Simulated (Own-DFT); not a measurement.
# Misfit strain and the stress it brings: wurtzite AlGaN with randomly placed atoms, 128 atoms (Al48Ga16N64)

No measurement is shown. These are fixed-geometry runs of a retired plane-wave code named Own-DFT, which no person has reviewed; spin and spin-orbit coupling are neglected.

Method: PBE; PseudoDojo norm-conserving scalar-relativistic files (stringent for Ga); cutoff 96 hartree; 3 x 3 x 3 k mesh centred on Gamma; Gaussian smearing of 0.01 eV.

Keep in mind: k mesh not checked against a denser one; stress not checked against mesh or cutoff.

Unstrained cell vectors in Å: (12.525, 0.000, 0.000); (-6.262, 10.847, 0.000); (0.000, 0.000, 10.066). The unstrained cell has measured lattice constants (interpolated for alloys), not those of this functional. That, the random moves and any unrelaxed bonds set the pressure at no strain. Each run strains x and y alike by e, as a substrate would, and holds the height along z. Each atom got a random Gaussian move of width 0.05 Å along each axis. The random placing of the alloy's atoms differs from row to row. Stress is positive in tension.

```
e (%),u (Å),(s_xx + s_yy)/2 (GPa),s_zz (GPa)
-2.50,0.048,-20.83,-12.52
-1.75,0.053,-16.92,-11.17
-1.25,0.047,-13.92,-7.39
-1.00,0.050,?,?
-0.50,0.051,-9.68,-7.33
1.25,0.050,0.81,-6.49
1.50,0.047,2.14,-4.93
1.75,0.055,2.03,-4.17
2.50,0.050,6.22,-2.48
3.00,0.050,8.60,-2.85
```

## Analysis

With e as a fraction, the in-plane stress is -6.5 + 552 e - 1469 e² GPa (errors 11 and 736, scatter 0.56), and s_zz is -7.3 + 167 e GPa (slope ± 20, scatter 1.14). At e = 0 the first slope is C11 + C12 and the second 2 C13, both with the ions held to the strained lattice and at the cell's own pressure. A free layer would change its height as e changes, and the in-plane slope would drop by 2 C13²/C33 to the biaxial modulus. At fixed height, a misfit of 1 % moves the in-plane stress by about 5.5 GPa and s_zz by 1.7 GPa.

## Withheld run

Question: what are the two stresses at e = -1.00 %?

Estimate: -12.2 and -9.0 GPa. The run itself gave -11.75 and -9.04 GPa.
